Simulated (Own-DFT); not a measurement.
Simulation results for InGa3As4 (zincblende random alloy, strained, atoms displaced)

A calculation, not a measurement: plane-wave PBE density functional theory by an unreviewed code, no spin, of a simulated periodic cell, stress positive in tension, free energy of the whole cell less one offset for each atom, forces on such cells passed a denser k mesh, this cell's mesh not checked; offsets are fitted by least squares, one for each functional and potential file, so energies compare only between cells with the same atoms and settings and are not formation energies; the far tail of each file's local potential was reset to the Coulomb form; each entry is a single point on an unrelaxed cell, so the pressure reflects the starting lattice, mostly measured values, from which strain is counted, and rises with the displacements; printed positions are rounded, which can move forces by about a meV/angstrom; the program is a retired in-house code; no spin-orbit coupling; before rounding, a Quantum ESPRESSO 7.3.1 run of the same cell and cutoff gave forces within 1 meV/angstrom rms on each cell, which checks the program and not the settings. Program: Own-DFT development build.

```yaml
- formula: InGa3As4
  kind: "zincblende random alloy, strained, atoms displaced"
  structure:
    cell_angstrom: [[11.3066, 0.0, 0.0], [0.0, 11.3066, 0.0], [0.0, 0.0, 11.6914]]
    atoms_fractional:
      - [In, 0.00037, 0.9924, 0.99689]
      - [Ga, 0.0005, 0.25327, 0.24976]
      - [Ga, 0.24901, 0.99528, 0.24713]
      - [Ga, 0.24932, 0.24584, 0.99673]
      - [As, 0.12775, 0.1252, 0.12629]
      - [As, 0.12167, 0.38117, 0.37619]
      - [As, 0.37483, 0.12307, 0.37424]
      - [As, 0.38225, 0.37002, 0.13127]
      - [Ga, 0.00242, 0.00218, 0.49325]
      - [Ga, 0.00966, 0.25109, 0.74561]
      - [Ga, 0.25001, 0.00882, 0.7502]
      - [Ga, 0.25006, 0.24772, 0.50646]
      - [As, 0.12476, 0.1215, 0.62288]
      - [As, 0.12241, 0.38062, 0.87359]
      - [As, 0.37711, 0.12723, 0.88001]
      - [As, 0.37141, 0.37259, 0.62419]
      - [Ga, 4.0e-05, 0.49402, 0.99888]
      - [Ga, 0.00021, 0.7562, 0.24814]
      - [In, 0.25143, 0.50694, 0.24817]
      - [In, 0.24756, 0.74357, 0.99303]
      - [As, 0.12975, 0.62423, 0.12141]
      - [As, 0.12075, 0.87947, 0.37152]
      - [As, 0.37466, 0.62601, 0.36535]
      - [As, 0.37719, 0.8684, 0.12556]
      - [Ga, 0.99322, 0.50272, 0.50165]
      - [Ga, 0.00371, 0.74946, 0.75277]
      - [Ga, 0.26009, 0.49723, 0.75257]
      - [Ga, 0.25286, 0.75713, 0.50239]
      - [As, 0.12293, 0.62185, 0.62575]
      - [As, 0.12878, 0.87063, 0.86816]
      - [As, 0.37609, 0.62633, 0.8808]
      - [As, 0.38083, 0.87782, 0.6253]
      - [Ga, 0.50319, 0.00021, 0.99826]
      - [Ga, 0.50475, 0.24406, 0.24637]
      - [In, 0.75138, 0.99922, 0.25432]
      - [Ga, 0.75541, 0.25035, 0.99339]
      - [As, 0.629, 0.12702, 0.12397]
      - [As, 0.62295, 0.37784, 0.37837]
      - [As, 0.88415, 0.12712, 0.37463]
      - [As, 0.87472, 0.37501, 0.12626]
      - [Ga, 0.50075, 0.00041, 0.50191]
      - [Ga, 0.50229, 0.24598, 0.74766]
      - [In, 0.74581, 0.00174, 0.75426]
      - [Ga, 0.75046, 0.25259, 0.50114]
      - [As, 0.63101, 0.1281, 0.62477]
      - [As, 0.62135, 0.37663, 0.87512]
      - [As, 0.87154, 0.127, 0.87593]
      - [As, 0.86972, 0.37762, 0.62759]
      - [Ga, 0.50842, 0.4999, 0.0021]
      - [Ga, 0.49888, 0.74386, 0.24577]
      - [Ga, 0.75798, 0.50131, 0.25059]
      - [Ga, 0.74978, 0.7426, 0.99646]
      - [As, 0.61789, 0.61914, 0.12392]
      - [As, 0.62838, 0.87452, 0.37628]
      - [As, 0.87063, 0.6241, 0.37099]
      - [As, 0.87486, 0.87633, 0.12091]
      - [In, 0.49805, 0.49717, 0.49247]
      - [Ga, 0.49369, 0.75216, 0.74675]
      - [In, 0.74307, 0.49539, 0.75343]
      - [In, 0.75283, 0.73872, 0.49731]
      - [As, 0.62529, 0.61496, 0.63012]
      - [As, 0.62754, 0.86912, 0.86932]
      - [As, 0.87776, 0.62522, 0.87729]
      - [As, 0.86484, 0.87665, 0.61527]
  settings:
    functional: PBE
    potential_files: "PseudoDojo norm-conserving, scalar-relativistic, standard set"
    "wave_cutoff [hartree]": 42.0
    occupations: Fermi-Dirac
    "smearing_width [eV]": 0.1
    k_mesh: "3 x 3 x 3 centred on Gamma"
  results:
    "free_energy_of_cell_above_offsets [eV]": "-21.126"
    "pressure [GPa]": 6.3
    "stress_xx [GPa]": -6.78
    "stress_yy [GPa]": -6.87
    "stress_zz [GPa]": -5.24
    "stress_yz [GPa]": -0.19
    "stress_xz [GPa]": 0.44
    "stress_xy [GPa]": 0.27
    force_element: [In, Ga, Ga, Ga, As, As, As, As, Ga, Ga, Ga, Ga, As, As, As, As, Ga, Ga, In, In, As, As, As, As, Ga, Ga, Ga, Ga, As, As, As, As, Ga, Ga, In, Ga, As, As, As, As, Ga, Ga, In, Ga, As, As, As, As, Ga, Ga, Ga, Ga, As, As, As, As, In, Ga, In, In, As, As, As, As]
    "force_x [eV/angstrom]": [0.667, 0.447, 0.443, -0.041, 0.215, -0.319, -0.051, -0.042, -0.466, -0.951, 0.396, -0.295, -0.048, 0.8, 0.124, 0.015, -0.17, -0.136, -0.397, -0.026, -2.915, 0.683, 0.44, 0.354, 0.153, -0.742, -0.619, -0.362, 0.592, -0.011, 1.958, -0.804, 0.122, -0.009, 0.312, -0.728, -0.354, 1.977, -0.208, 0.029, 0.374, -0.296, 0.722, 0.327, -1.361, -0.958, 1.347, 1.538, -1.264, 0.47, -1.153, -0.195, 1.592, -2.167, 2.299, -0.806, -0.933, 0.638, 1.389, -1.482, -1.799, -1.46, 0.58, 2.566]
    "force_y [eV/angstrom]": [0.993, 0.053, 0.271, 0.867, 0.431, -0.985, 0.004, -0.25, -0.366, 0.098, -0.611, 0.15, 0.026, -0.724, -0.301, -0.648, 0.708, -0.696, -1.736, 1.324, 0.027, -0.508, 2.302, 1.103, -0.245, 0.111, 0.422, -0.524, 0.26, 0.951, -1.758, 0.417, -0.493, 0.208, 0.377, 0.479, 0.349, -1.925, 1.071, -0.215, 0.267, 0.347, -0.17, 0.045, 0.566, -1.806, 1.276, -1.178, -0.737, 0.814, -0.449, 0.28, 0.601, -0.67, -0.789, -2.101, 1.001, -0.786, 0.511, 0.349, 1.971, -0.941, 0.141, 0.441]
    "force_z [eV/angstrom]": [-0.325, 0.023, 0.015, 0.614, 0.311, 0.892, 0.119, -1.517, 0.76, 0.211, 0.12, -0.989, -0.02, -0.084, -0.718, 0.855, 0.524, -0.349, -0.339, 0.933, 0.138, 0.317, 1.808, 0.076, -0.138, -0.953, -0.045, -0.381, -0.002, -1.457, -1.917, 0.083, 0.357, 0.713, -0.375, 0.696, -1.101, -2.14, 0.68, -0.38, -0.433, 0.055, -0.649, -0.446, -1.07, 1.311, -0.378, -0.969, -0.224, 0.413, -0.326, 0.581, 0.461, 0.169, -1.312, 0.507, 1.19, 0.287, 0.695, 0.756, -0.417, 1.558, 0.243, 0.983]
```
